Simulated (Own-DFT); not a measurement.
GaP (zincblende, atoms displaced) (calculated)

A calculation, not a measurement: plane-wave PBE density functional theory by an unreviewed code, no spin, of a simulated periodic cell, stress positive in tension, free energy of the whole cell less one offset for each atom, forces on such cells passed a denser k mesh, this cell's mesh not checked; offsets are fitted by least squares, one for each functional and potential file, so energies compare only between cells with the same atoms and settings and are not formation energies; the far tail of each file's local potential was reset to the Coulomb form; each entry is a single point on an unrelaxed cell, so the pressure reflects the starting lattice, mostly measured values (interpolated for alloys), from which strain is counted, and rises with the displacements; printed positions are rounded, which can move forces by about a meV/angstrom; the program, named Own-DFT, is a retired in-house code; no spin-orbit coupling. Program: Own-DFT development build.

Settings shared by all entries: functional PBE; potential files PseudoDojo norm-conserving, scalar-relativistic, standard set; wave cutoff 42 hartree; occupations Fermi-Dirac; smearing width 0.1 eV; hardware one NVIDIA H100; k mesh 3 x 3 x 3 centred on Gamma.

(1) 
```cif
# cell vector a (Å): 10.9010 0.0000 0.0000
# cell vector b (Å): 0.0000 10.9010 0.0000
# cell vector c (Å): 0.0000 0.0000 10.9010
data_GaP
_symmetry_space_group_name_H-M 'P 1'
_symmetry_Int_Tables_number 1
_cell_length_a 10.9010
_cell_length_b 10.9010
_cell_length_c 10.9010
_cell_angle_alpha 90.000
_cell_angle_beta 90.000
_cell_angle_gamma 90.000
_cell_volume 1295.39
loop_
_atom_site_label
_atom_site_type_symbol
_atom_site_fract_x
_atom_site_fract_y
_atom_site_fract_z
_atom_site_occupancy
Ga1 Ga 0.00212 0.99955 0.99989 1
Ga2 Ga 0.00136 0.24718 0.25028 1
Ga3 Ga 0.25126 0.99984 0.25357 1
Ga4 Ga 0.24912 0.25071 0.00124 1
P1 P 0.12624 0.12410 0.12170 1
P2 P 0.12411 0.37603 0.37815 1
P3 P 0.37456 0.12423 0.37761 1
P4 P 0.37550 0.37394 0.12655 1
Ga5 Ga 0.99791 0.99795 0.50250 1
Ga6 Ga 0.99737 0.24575 0.74974 1
Ga7 Ga 0.25086 0.00093 0.75194 1
Ga8 Ga 0.24901 0.25185 0.50013 1
P5 P 0.12769 0.12630 0.62620 1
P6 P 0.12696 0.37596 0.87619 1
P7 P 0.37464 0.12498 0.87410 1
P8 P 0.37502 0.37827 0.62818 1
Ga9 Ga 0.99844 0.49988 0.99849 1
Ga10 Ga 0.00022 0.75071 0.24820 1
Ga11 Ga 0.24936 0.49895 0.25046 1
Ga12 Ga 0.24780 0.75154 0.00103 1
P9 P 0.12300 0.62617 0.12443 1
P10 P 0.12658 0.87432 0.37380 1
P11 P 0.37350 0.62438 0.37917 1
P12 P 0.37796 0.87744 0.12571 1
Ga13 Ga 0.00198 0.50068 0.50050 1
Ga14 Ga 0.00261 0.74911 0.74907 1
Ga15 Ga 0.25007 0.49767 0.74976 1
Ga16 Ga 0.24789 0.75153 0.49980 1
P13 P 0.12281 0.62129 0.62705 1
P14 P 0.12418 0.87567 0.87262 1
P15 P 0.37719 0.62477 0.87880 1
P16 P 0.37950 0.87780 0.62673 1
Ga17 Ga 0.49763 0.00216 0.99837 1
Ga18 Ga 0.50006 0.25244 0.24957 1
Ga19 Ga 0.74899 0.99744 0.24823 1
Ga20 Ga 0.75185 0.25005 0.99983 1
P17 P 0.62555 0.12641 0.12575 1
P18 P 0.62607 0.37428 0.37495 1
P19 P 0.87457 0.12303 0.37365 1
P20 P 0.87331 0.37126 0.12358 1
Ga21 Ga 0.50095 0.00022 0.49706 1
Ga22 Ga 0.50148 0.25178 0.74940 1
Ga23 Ga 0.75222 0.99969 0.75096 1
Ga24 Ga 0.75011 0.25459 0.50241 1
P21 P 0.62659 0.12443 0.62685 1
P22 P 0.62575 0.37791 0.87301 1
P23 P 0.87394 0.12573 0.87552 1
P24 P 0.87585 0.37497 0.62664 1
Ga25 Ga 0.50283 0.50087 0.00100 1
Ga26 Ga 0.50000 0.74978 0.25115 1
Ga27 Ga 0.75036 0.49837 0.25299 1
Ga28 Ga 0.75135 0.75115 0.99916 1
P25 P 0.62395 0.62468 0.12290 1
P26 P 0.62663 0.87619 0.37581 1
P27 P 0.87597 0.62536 0.37543 1
P28 P 0.87302 0.87543 0.12426 1
Ga29 Ga 0.50036 0.49711 0.49939 1
Ga30 Ga 0.50172 0.75306 0.75138 1
Ga31 Ga 0.75013 0.49926 0.75060 1
Ga32 Ga 0.74947 0.75153 0.50343 1
P29 P 0.62437 0.62012 0.62436 1
P30 P 0.62036 0.87416 0.87648 1
P31 P 0.87177 0.62578 0.87402 1
P32 P 0.87124 0.87385 0.62436 1
_calc_free_energy_of_cell_above_offsets '-35.728'  # eV
_calc_pressure 2.71  # GPa
_calc_stress_xx -2.7  # GPa
_calc_stress_yy -2.71  # GPa
_calc_stress_zz -2.72  # GPa
_calc_stress_yz -0.12  # GPa
_calc_stress_xz -0.06  # GPa
_calc_stress_xy 0.01  # GPa
_calc_wall_time 542.2  # s
```

Force:
| element | x (eV/Å) | y (eV/Å) | z (eV/Å) |
| --- | --- | --- | --- |
| Ga | -0.348 | 0.002 | -0.101 |
| Ga | -0.063 | 0.108 | -0.055 |
| Ga | 0.025 | 0.096 | -0.459 |
| Ga | 0.273 | -0.03 | -0.182 |
| P | 0.082 | -0.08 | 0.587 |
| P | 0.021 | -0.217 | -0.51 |
| P | 0.087 | 0.462 | -0.225 |
| P | -0.049 | 0.265 | -0.225 |
| Ga | 0.276 | 0.228 | -0.219 |
| Ga | 0.433 | 0.428 | 0.126 |
| Ga | 0.082 | -0.068 | -0.279 |
| Ga | 0.296 | 0.02 | 0.217 |
| P | -0.361 | -0.317 | -0.127 |
| P | -0.462 | -0.293 | -0.201 |
| P | 0.012 | 0.446 | 0.116 |
| P | 0.076 | -0.551 | -0.482 |
| Ga | -0.08 | -0.001 | 0.103 |
| Ga | -0.139 | -0.017 | 0.151 |
| Ga | -0.003 | 0.218 | 0.038 |
| Ga | 0.35 | 0 | -0.011 |
| P | 0.126 | -0.266 | 0.019 |
| P | -0.454 | 0.124 | 0.197 |
| P | 0.119 | 0.025 | -0.407 |
| P | -0.432 | -0.194 | 0.071 |
| Ga | -0.472 | -0.064 | 0.03 |
| Ga | -0.516 | -0.002 | 0.026 |
| Ga | 0.123 | 0.51 | 0.467 |
| Ga | 0.248 | -0.108 | 0.519 |
| P | 0.49 | 0.451 | -0.167 |
| P | 0.119 | -0.08 | 0.176 |
| P | -0.385 | 0.155 | -0.428 |
| P | -0.561 | -0.246 | -0.255 |
| Ga | 0.25 | 0.099 | 0.252 |
| Ga | -0.012 | -0.423 | 0.209 |
| Ga | 0.014 | 0.356 | 0.123 |
| Ga | -0.518 | 0.017 | -0.165 |
| P | -0.14 | -0.13 | -0.218 |
| P | -0.203 | 0.005 | 0.088 |
| P | -0.093 | 0.157 | 0.286 |
| P | 0.414 | 0.463 | 0.385 |
| Ga | 0.16 | 0.136 | 0.403 |
| Ga | -0.075 | -0.163 | 0.073 |
| Ga | -0.442 | -0.114 | 0.202 |
| Ga | 0.109 | -0.618 | -0.141 |
| P | -0.081 | 0.126 | -0.291 |
| P | -0.018 | -0.454 | 0.416 |
| P | 0.175 | -0.355 | 0.13 |
| P | 0.155 | 0.156 | -0.065 |
| Ga | -0.296 | -0.261 | -0.054 |
| Ga | -0.008 | -0.113 | 0.051 |
| Ga | 0.042 | 0.242 | -0.471 |
| Ga | -0.394 | -0.074 | 0.015 |
| P | 0.455 | 0.12 | 0.575 |
| P | -0.127 | -0.323 | -0.113 |
| P | -0.063 | 0.129 | 0.088 |
| P | 0.376 | -0.016 | -0.077 |
| Ga | -0.094 | 0.148 | 0.008 |
| Ga | -0.2 | -0.722 | -0.212 |
| Ga | 0.068 | 0.115 | -0.207 |
| Ga | -0.245 | -0.548 | -0.376 |
| P | 0.014 | 0.585 | 0.136 |
| P | 0.801 | 0.394 | 0.025 |
| P | 0.44 | 0.035 | -0.022 |
| P | 0.62 | 0.028 | 0.436 |

(2) 
```cif
# cell vector a (Å): 10.9010 0.0000 0.0000
# cell vector b (Å): 0.0000 10.9010 0.0000
# cell vector c (Å): 0.0000 0.0000 10.9010
data_GaP
_symmetry_space_group_name_H-M 'P 1'
_symmetry_Int_Tables_number 1
_cell_length_a 10.9010
_cell_length_b 10.9010
_cell_length_c 10.9010
_cell_angle_alpha 90.000
_cell_angle_beta 90.000
_cell_angle_gamma 90.000
_cell_volume 1295.39
loop_
_atom_site_label
_atom_site_type_symbol
_atom_site_fract_x
_atom_site_fract_y
_atom_site_fract_z
_atom_site_occupancy
Ga1 Ga 0.99906 0.99804 0.00014 1
Ga2 Ga 0.99906 0.24972 0.25019 1
Ga3 Ga 0.25227 0.00055 0.25176 1
Ga4 Ga 0.25220 0.25214 0.00051 1
P1 P 0.12791 0.12438 0.12641 1
P2 P 0.12631 0.37595 0.37513 1
P3 P 0.37430 0.12258 0.37765 1
P4 P 0.37458 0.37481 0.12534 1
Ga5 Ga 0.99841 0.00082 0.50098 1
Ga6 Ga 0.00088 0.24800 0.74906 1
Ga7 Ga 0.24780 0.99815 0.74950 1
Ga8 Ga 0.24616 0.24675 0.50043 1
P5 P 0.12516 0.12547 0.62529 1
P6 P 0.12428 0.37831 0.87218 1
P7 P 0.37329 0.12318 0.87432 1
P8 P 0.37434 0.37639 0.62461 1
Ga9 Ga 0.99911 0.49980 0.00073 1
Ga10 Ga 0.00446 0.75047 0.25128 1
Ga11 Ga 0.25095 0.49660 0.24904 1
Ga12 Ga 0.24903 0.74680 0.00093 1
P9 P 0.12485 0.62789 0.12581 1
P10 P 0.12402 0.87615 0.37516 1
P11 P 0.37406 0.62577 0.37397 1
P12 P 0.37702 0.87333 0.12963 1
Ga13 Ga 0.00028 0.50150 0.49681 1
Ga14 Ga 0.99976 0.74723 0.75083 1
Ga15 Ga 0.24862 0.49890 0.74867 1
Ga16 Ga 0.24950 0.75019 0.50054 1
P13 P 0.12625 0.62329 0.62390 1
P14 P 0.12576 0.87274 0.87337 1
P15 P 0.37539 0.62715 0.87521 1
P16 P 0.37587 0.87436 0.62557 1
Ga17 Ga 0.50179 0.00042 0.00432 1
Ga18 Ga 0.49786 0.25107 0.25011 1
Ga19 Ga 0.74860 0.00039 0.25094 1
Ga20 Ga 0.75127 0.25360 0.99940 1
P17 P 0.62388 0.12310 0.12863 1
P18 P 0.62631 0.37433 0.37291 1
P19 P 0.87471 0.12224 0.37432 1
P20 P 0.87671 0.37305 0.12461 1
Ga21 Ga 0.50105 0.00243 0.50246 1
Ga22 Ga 0.50374 0.24823 0.74963 1
Ga23 Ga 0.75445 0.99913 0.75037 1
Ga24 Ga 0.74966 0.24721 0.50289 1
P21 P 0.62688 0.12354 0.62713 1
P22 P 0.62627 0.37730 0.87351 1
P23 P 0.87697 0.12657 0.87630 1
P24 P 0.87324 0.37529 0.62215 1
Ga25 Ga 0.49851 0.49923 0.00283 1
Ga26 Ga 0.50066 0.74985 0.24699 1
Ga27 Ga 0.74785 0.50205 0.25041 1
Ga28 Ga 0.75190 0.75078 0.00237 1
P25 P 0.62193 0.62715 0.12436 1
P26 P 0.62539 0.87504 0.37413 1
P27 P 0.87408 0.62294 0.37453 1
P28 P 0.87582 0.87485 0.12403 1
Ga29 Ga 0.49908 0.50119 0.49562 1
Ga30 Ga 0.49991 0.74951 0.74804 1
Ga31 Ga 0.74981 0.50109 0.75106 1
Ga32 Ga 0.75200 0.74769 0.50007 1
P29 P 0.62289 0.62599 0.62399 1
P30 P 0.62588 0.87703 0.87110 1
P31 P 0.87548 0.62325 0.87619 1
P32 P 0.87167 0.87373 0.62828 1
_calc_free_energy_of_cell_above_offsets '-35.761'  # eV
_calc_pressure 2.71  # GPa
_calc_stress_xx -2.71  # GPa
_calc_stress_yy -2.71  # GPa
_calc_stress_zz -2.71  # GPa
_calc_stress_yz -0.04  # GPa
_calc_stress_xz 0.08  # GPa
_calc_stress_xy -0.09  # GPa
_calc_wall_time 514.8  # s
```

Force:
| element | x (eV/Å) | y (eV/Å) | z (eV/Å) |
| --- | --- | --- | --- |
| Ga | 0.398 | 0.175 | -0.057 |
| Ga | 0.273 | -0.139 | 0.114 |
| Ga | -0.125 | -0.191 | -0.067 |
| Ga | -0.375 | -0.187 | -0.365 |
| P | -0.233 | 0.057 | -0.2 |
| P | -0.244 | -0.286 | -0.1 |
| P | 0.123 | 0.444 | -0.062 |
| P | 0.113 | -0.047 | -0.038 |
| Ga | -0.026 | -0.272 | 0.143 |
| Ga | -0.182 | 0.44 | -0.013 |
| Ga | 0.232 | 0.027 | -0.015 |
| Ga | 0.488 | 0.434 | -0.013 |
| P | -0.213 | -0.351 | 0.039 |
| P | 0.012 | -0.436 | 0.422 |
| P | 0.314 | 0.128 | 0.158 |
| P | 0.203 | -0.401 | -0.146 |
| Ga | 0.218 | 0.039 | 0.033 |
| Ga | -0.598 | 0.046 | 0.009 |
| Ga | -0.138 | 0.518 | 0.087 |
| Ga | 0.308 | 0.519 | -0.02 |
| P | 0.033 | -0.718 | 0.008 |
| P | 0.194 | 0.071 | 0.26 |
| P | -0.008 | 0.034 | -0.199 |
| P | -0.446 | 0.194 | -0.67 |
| Ga | -0.006 | -0.23 | 0.279 |
| Ga | 0.049 | 0.038 | -0.136 |
| Ga | 0.377 | 0.252 | 0.114 |
| Ga | 0.045 | 0.076 | -0.096 |
| P | -0.284 | 0.203 | -0.009 |
| P | -0.176 | 0.048 | 0.29 |
| P | -0.053 | -0.429 | -0.064 |
| P | -0.16 | 0.155 | -0.152 |
| Ga | -0.238 | -0.232 | -0.47 |
| Ga | 0.087 | -0.25 | 0.221 |
| Ga | 0.197 | -0.285 | -0.091 |
| Ga | -0.315 | -0.412 | 0.102 |
| P | 0.251 | 0.644 | -0.382 |
| P | -0.14 | -0.116 | 0.287 |
| P | -0.048 | 0.362 | 0.139 |
| P | -0.247 | 0.436 | 0.246 |
| Ga | 0.055 | -0.407 | -0.129 |
| Ga | -0.508 | 0.216 | 0.091 |
| Ga | -0.278 | 0.307 | 0.282 |
| Ga | 0.002 | 0.13 | -0.444 |
| P | 0.075 | -0.035 | -0.037 |
| P | -0.273 | -0.176 | 0.338 |
| P | -0.121 | -0.123 | -0.038 |
| P | 0.315 | 0.037 | 0.308 |
| Ga | 0.086 | 0.146 | -0.455 |
| Ga | -0.024 | -0.001 | 0.677 |
| Ga | 0.114 | -0.218 | -0.361 |
| Ga | -0.311 | 0.031 | -0.487 |
| P | 0.478 | -0.296 | -0.078 |
| P | -0.05 | -0.149 | 0.279 |
| P | 0.253 | 0.395 | -0.204 |
| P | -0.005 | 0.005 | 0.476 |
| Ga | 0.048 | -0.183 | 0.249 |
| Ga | 0.066 | 0.143 | 0.246 |
| Ga | 0.039 | 0.088 | -0.379 |
| Ga | -0.323 | 0.231 | -0.042 |
| P | 0.228 | -0.288 | -0.052 |
| P | -0.046 | -0.226 | 0.584 |
| P | -0.152 | 0.167 | 0.045 |
| P | 0.67 | -0.152 | -0.455 |

(3) 
```cif
# cell vector a (Å): 10.9010 0.0000 0.0000
# cell vector b (Å): 0.0000 10.9010 0.0000
# cell vector c (Å): 0.0000 0.0000 10.9010
data_GaP
_symmetry_space_group_name_H-M 'P 1'
_symmetry_Int_Tables_number 1
_cell_length_a 10.9010
_cell_length_b 10.9010
_cell_length_c 10.9010
_cell_angle_alpha 90.000
_cell_angle_beta 90.000
_cell_angle_gamma 90.000
_cell_volume 1295.39
loop_
_atom_site_label
_atom_site_type_symbol
_atom_site_fract_x
_atom_site_fract_y
_atom_site_fract_z
_atom_site_occupancy
Ga1 Ga 0.00196 0.99923 0.00007 1
Ga2 Ga 0.99961 0.25140 0.25229 1
Ga3 Ga 0.25018 0.00065 0.25201 1
Ga4 Ga 0.24854 0.25180 0.99712 1
P1 P 0.12558 0.12858 0.12352 1
P2 P 0.12373 0.37599 0.37686 1
P3 P 0.37615 0.12400 0.37591 1
P4 P 0.37486 0.37803 0.12514 1
Ga5 Ga 0.00028 0.99945 0.49975 1
Ga6 Ga 0.00186 0.25019 0.74862 1
Ga7 Ga 0.25131 0.00130 0.74970 1
Ga8 Ga 0.24970 0.24727 0.50056 1
P5 P 0.12640 0.12403 0.62207 1
P6 P 0.12492 0.37690 0.87597 1
P7 P 0.37457 0.12499 0.87457 1
P8 P 0.37505 0.37454 0.62436 1
Ga9 Ga 0.00146 0.50126 0.99831 1
Ga10 Ga 0.00319 0.74839 0.24516 1
Ga11 Ga 0.24889 0.49863 0.24906 1
Ga12 Ga 0.24789 0.74899 0.00047 1
P9 P 0.12192 0.62649 0.12519 1
P10 P 0.12492 0.87503 0.37164 1
P11 P 0.37469 0.62545 0.37843 1
P12 P 0.37513 0.87258 0.12762 1
Ga13 Ga 0.00020 0.49707 0.49916 1
Ga14 Ga 0.00042 0.75096 0.74634 1
Ga15 Ga 0.24857 0.49832 0.75044 1
Ga16 Ga 0.25170 0.74914 0.49979 1
P13 P 0.12415 0.62485 0.62398 1
P14 P 0.12419 0.87463 0.87231 1
P15 P 0.37271 0.62410 0.87382 1
P16 P 0.37495 0.87367 0.62629 1
Ga17 Ga 0.49898 0.99959 0.99991 1
Ga18 Ga 0.49708 0.24824 0.25236 1
Ga19 Ga 0.75278 0.00130 0.24822 1
Ga20 Ga 0.75137 0.24946 0.00002 1
P17 P 0.62306 0.12629 0.12638 1
P18 P 0.62667 0.37580 0.37331 1
P19 P 0.87389 0.12040 0.37363 1
P20 P 0.87757 0.37646 0.12768 1
Ga21 Ga 0.50068 0.00133 0.50139 1
Ga22 Ga 0.49847 0.25051 0.75167 1
Ga23 Ga 0.75274 0.99932 0.74731 1
Ga24 Ga 0.74797 0.24651 0.50113 1
P21 P 0.62647 0.12676 0.62431 1
P22 P 0.62336 0.37395 0.87435 1
P23 P 0.87553 0.12840 0.87676 1
P24 P 0.87393 0.37582 0.62342 1
Ga25 Ga 0.49892 0.50030 0.00254 1
Ga26 Ga 0.49661 0.75067 0.24662 1
Ga27 Ga 0.74877 0.49598 0.25122 1
Ga28 Ga 0.75168 0.74821 0.99908 1
P25 P 0.62451 0.62433 0.12783 1
P26 P 0.62231 0.87423 0.37549 1
P27 P 0.87713 0.62687 0.37425 1
P28 P 0.87563 0.87286 0.12492 1
Ga29 Ga 0.49839 0.50181 0.50082 1
Ga30 Ga 0.50257 0.74913 0.74688 1
Ga31 Ga 0.74882 0.50091 0.74901 1
Ga32 Ga 0.74895 0.74933 0.49963 1
P29 P 0.62702 0.62742 0.62350 1
P30 P 0.62340 0.87410 0.87224 1
P31 P 0.87419 0.62546 0.87901 1
P32 P 0.87109 0.87784 0.62610 1
_calc_free_energy_of_cell_above_offsets '-35.710'  # eV
_calc_pressure 2.72  # GPa
_calc_stress_xx -2.73  # GPa
_calc_stress_yy -2.72  # GPa
_calc_stress_zz -2.72  # GPa
_calc_stress_yz -0.12  # GPa
_calc_stress_xz 0.3  # GPa
_calc_stress_xy 0.17  # GPa
_calc_wall_time 511.4  # s
```

Force:
| element | x (eV/Å) | y (eV/Å) | z (eV/Å) |
| --- | --- | --- | --- |
| Ga | -0.171 | 0.098 | -0.015 |
| Ga | 0.004 | -0.246 | -0.015 |
| Ga | -0.025 | 0.125 | -0.357 |
| Ga | 0.299 | 0.029 | 0.286 |
| P | 0.039 | -0.3 | 0.276 |
| P | 0.372 | -0.35 | -0.173 |
| P | -0.231 | 0.01 | 0.115 |
| P | -0.149 | -0.592 | 0.039 |
| Ga | -0.077 | -0.22 | -0.113 |
| Ga | -0.157 | 0.099 | 0 |
| Ga | -0.113 | -0.223 | -0.025 |
| Ga | 0.146 | 0.371 | -0.233 |
| P | -0.202 | -0.037 | 0.38 |
| P | -0.127 | -0.191 | -0.307 |
| P | -0.042 | 0.043 | 0.134 |
| P | -0.113 | -0.037 | 0.073 |
| Ga | -0.255 | -0.09 | 0.309 |
| Ga | -0.512 | 0.332 | 0.603 |
| Ga | -0.032 | 0.337 | 0.266 |
| Ga | 0.142 | 0.139 | -0.149 |
| P | 0.645 | -0.521 | -0.27 |
| P | 0.008 | -0.172 | 0.412 |
| P | -0.065 | -0.133 | -0.665 |
| P | -0.45 | 0.49 | -0.578 |
| Ga | -0.224 | 0.509 | 0.087 |
| Ga | -0.33 | -0.125 | 0.262 |
| Ga | 0.091 | 0.201 | -0.197 |
| Ga | -0.344 | 0.257 | 0.038 |
| P | 0.064 | -0.132 | -0.031 |
| P | 0.163 | 0.109 | 0.16 |
| P | 0.331 | 0.115 | 0.068 |
| P | 0.047 | 0.246 | -0.173 |
| Ga | 0.106 | -0.126 | 0.086 |
| Ga | 0.203 | 0.419 | -0.191 |
| Ga | -0.572 | -0.489 | -0.005 |
| Ga | -0.202 | 0.329 | 0.268 |
| P | 0.167 | -0.133 | -0.208 |
| P | -0.517 | -0.367 | 0.537 |
| P | 0.258 | 0.629 | 0.289 |
| P | -0.193 | -0.11 | -0.424 |
| Ga | 0.025 | -0.255 | 0.06 |
| Ga | 0.15 | -0.077 | -0.25 |
| Ga | -0.444 | 0.51 | 0.664 |
| Ga | 0.345 | 0.387 | -0.441 |
| P | -0.397 | -0.266 | 0.443 |
| P | 0.171 | 0.241 | 0.233 |
| P | 0.156 | -0.524 | -0.329 |
| P | 0.027 | -0.251 | 0.151 |
| Ga | 0.178 | 0.191 | -0.356 |
| Ga | 0.41 | -0.326 | 0.665 |
| Ga | 0.375 | 0.628 | -0.086 |
| Ga | -0.535 | 0.28 | 0.257 |
| P | 0.129 | 0.043 | -0.259 |
| P | 0.246 | 0.149 | -0.291 |
| P | -0.143 | -0.236 | -0.031 |
| P | -0.006 | 0.255 | -0.182 |
| Ga | 0.378 | -0.218 | -0.06 |
| Ga | -0.378 | -0.084 | 0.32 |
| Ga | 0.085 | -0.041 | 0.229 |
| Ga | 0.221 | 0.271 | -0.313 |
| P | -0.192 | -0.457 | 0.072 |
| P | 0.332 | 0.154 | 0.282 |
| P | 0.25 | -0.141 | -0.845 |
| P | 0.632 | -0.523 | -0.49 |

(4) 
```cif
# cell vector a (Å): 10.9010 0.0000 0.0000
# cell vector b (Å): 0.0000 10.9010 0.0000
# cell vector c (Å): 0.0000 0.0000 10.9010
data_GaP
_symmetry_space_group_name_H-M 'P 1'
_symmetry_Int_Tables_number 1
_cell_length_a 10.9010
_cell_length_b 10.9010
_cell_length_c 10.9010
_cell_angle_alpha 90.000
_cell_angle_beta 90.000
_cell_angle_gamma 90.000
_cell_volume 1295.39
loop_
_atom_site_label
_atom_site_type_symbol
_atom_site_fract_x
_atom_site_fract_y
_atom_site_fract_z
_atom_site_occupancy
Ga1 Ga 0.99737 0.00254 0.99970 1
Ga2 Ga 0.00332 0.25324 0.24846 1
Ga3 Ga 0.25171 0.99566 0.25011 1
Ga4 Ga 0.24989 0.24991 0.99839 1
P1 P 0.12511 0.12580 0.12400 1
P2 P 0.12790 0.37112 0.37593 1
P3 P 0.37641 0.12247 0.37448 1
P4 P 0.37779 0.37564 0.12776 1
Ga5 Ga 0.99968 0.99941 0.50023 1
Ga6 Ga 0.99961 0.24711 0.74795 1
Ga7 Ga 0.24952 0.00196 0.75142 1
Ga8 Ga 0.25026 0.24908 0.49959 1
P5 P 0.12503 0.12777 0.62400 1
P6 P 0.12523 0.37476 0.87819 1
P7 P 0.37772 0.12852 0.87653 1
P8 P 0.37238 0.37158 0.62641 1
Ga9 Ga 0.00069 0.49779 0.00049 1
Ga10 Ga 0.00470 0.75224 0.24888 1
Ga11 Ga 0.25098 0.49915 0.24966 1
Ga12 Ga 0.24769 0.75140 0.00057 1
P9 P 0.12274 0.62670 0.12522 1
P10 P 0.12401 0.87582 0.37552 1
P11 P 0.37481 0.62283 0.37760 1
P12 P 0.37857 0.87405 0.12511 1
Ga13 Ga 0.00084 0.49897 0.49628 1
Ga14 Ga 0.99944 0.75055 0.75066 1
Ga15 Ga 0.24912 0.49964 0.75215 1
Ga16 Ga 0.25133 0.75078 0.49569 1
P13 P 0.12414 0.62591 0.62534 1
P14 P 0.12595 0.87541 0.87486 1
P15 P 0.37209 0.62815 0.87253 1
P16 P 0.37748 0.87476 0.62855 1
Ga17 Ga 0.50197 0.00100 0.99956 1
Ga18 Ga 0.49792 0.24912 0.24828 1
Ga19 Ga 0.75312 0.99722 0.24713 1
Ga20 Ga 0.75129 0.25095 0.00294 1
P17 P 0.62493 0.12188 0.12135 1
P18 P 0.62725 0.37502 0.37401 1
P19 P 0.87680 0.12379 0.37353 1
P20 P 0.87441 0.37480 0.12815 1
Ga21 Ga 0.50309 0.00076 0.49998 1
Ga22 Ga 0.49939 0.25077 0.75196 1
Ga23 Ga 0.74754 0.99963 0.74893 1
Ga24 Ga 0.75172 0.24752 0.50088 1
P21 P 0.62758 0.12517 0.62431 1
P22 P 0.62798 0.37615 0.87209 1
P23 P 0.87475 0.12767 0.87904 1
P24 P 0.88095 0.37542 0.62365 1
Ga25 Ga 0.50019 0.49946 0.99985 1
Ga26 Ga 0.49983 0.74784 0.25002 1
Ga27 Ga 0.74993 0.50087 0.25228 1
Ga28 Ga 0.75015 0.75105 0.99905 1
P25 P 0.62679 0.62631 0.11998 1
P26 P 0.62687 0.87460 0.37466 1
P27 P 0.87324 0.62367 0.37347 1
P28 P 0.87488 0.87154 0.12309 1
Ga29 Ga 0.49912 0.49717 0.50038 1
Ga30 Ga 0.50111 0.74927 0.74370 1
Ga31 Ga 0.74987 0.50028 0.74767 1
Ga32 Ga 0.75216 0.75007 0.50045 1
P29 P 0.62548 0.62507 0.62691 1
P30 P 0.62363 0.87342 0.87480 1
P31 P 0.87569 0.62480 0.87206 1
P32 P 0.87545 0.87475 0.62699 1
_calc_free_energy_of_cell_above_offsets '-35.736'  # eV
_calc_pressure 2.7  # GPa
_calc_stress_xx -2.71  # GPa
_calc_stress_yy -2.72  # GPa
_calc_stress_zz -2.69  # GPa
_calc_stress_yz 0.1  # GPa
_calc_stress_xz 0.01  # GPa
_calc_stress_xy 0.19  # GPa
_calc_wall_time 527.2  # s
```

Force:
| element | x (eV/Å) | y (eV/Å) | z (eV/Å) |
| --- | --- | --- | --- |
| Ga | 0.298 | -0.32 | 0.067 |
| Ga | -0.185 | -0.439 | 0.161 |
| Ga | -0.104 | 0.374 | -0.194 |
| Ga | 0.188 | 0.144 | 0.411 |
| P | 0.217 | -0.266 | 0.162 |
| P | -0.082 | 0.536 | -0.232 |
| P | -0.15 | 0.118 | 0.088 |
| P | -0.384 | -0.044 | -0.529 |
| Ga | -0.063 | 0.136 | 0.141 |
| Ga | 0.063 | 0.331 | 0.498 |
| Ga | 0.192 | 0.055 | -0.048 |
| Ga | 0.275 | -0.235 | -0.047 |
| P | 0.086 | -0.568 | 0.018 |
| P | -0.115 | -0.16 | -0.479 |
| P | -0.262 | -0.471 | -0.06 |
| P | 0.202 | 0.332 | -0.023 |
| Ga | -0.336 | 0.258 | 0.015 |
| Ga | -0.645 | -0.225 | 0.221 |
| Ga | -0.175 | 0.13 | 0.068 |
| Ga | 0.279 | -0.032 | 0.019 |
| P | 0.415 | -0.405 | -0.043 |
| P | 0.198 | 0.012 | 0.013 |
| P | 0.132 | 0.067 | -0.383 |
| P | -0.303 | -0.014 | -0.138 |
| Ga | 0.196 | 0.224 | 0.126 |
| Ga | 0.216 | -0.037 | -0.044 |
| Ga | -0.116 | 0.063 | -0.18 |
| Ga | -0.076 | 0.015 | 0.695 |
| P | 0.147 | -0.072 | -0.297 |
| P | -0.325 | 0.266 | 0.096 |
| P | 0.405 | -0.238 | 0.267 |
| P | -0.411 | 0.387 | -0.737 |
| Ga | -0.244 | -0.261 | -0.215 |
| Ga | 0.519 | -0.195 | 0.215 |
| Ga | -0.195 | 0.165 | 0.141 |
| Ga | -0.25 | 0.116 | -0.16 |
| P | 0.214 | 0.398 | 0.582 |
| P | -0.305 | -0.321 | 0.174 |
| P | 0.007 | 0.117 | -0.153 |
| P | 0.066 | 0.239 | -0.135 |
| Ga | -0.119 | -0.216 | 0.085 |
| Ga | 0.354 | -0.01 | -0.301 |
| Ga | 0.288 | 0.063 | 0.419 |
| Ga | 0.231 | 0.321 | -0.164 |
| P | -0.389 | 0.171 | 0.197 |
| P | -0.185 | -0.137 | 0.405 |
| P | -0.209 | -0.241 | -0.686 |
| P | -0.636 | -0.086 | 0.023 |
| Ga | -0.071 | 0.201 | -0.373 |
| Ga | 0.248 | -0.093 | 0.076 |
| Ga | -0.212 | 0.079 | -0.471 |
| Ga | 0.124 | -0.189 | -0.362 |
| P | -0.144 | -0.261 | 0.593 |
| P | -0.053 | -0.088 | -0.058 |
| P | 0.531 | 0.399 | 0.073 |
| P | 0.318 | 0.281 | 0.06 |
| Ga | 0.169 | -0.039 | 0.225 |
| Ga | -0.073 | -0.052 | 0.811 |
| Ga | 0.392 | -0.097 | -0.036 |
| Ga | -0.144 | -0.059 | 0.012 |
| P | 0.047 | -0.227 | -0.662 |
| P | 0.011 | 0.083 | -0.213 |
| P | -0.061 | -0.112 | 0.41 |
| P | -0.003 | 0.128 | -0.143 |
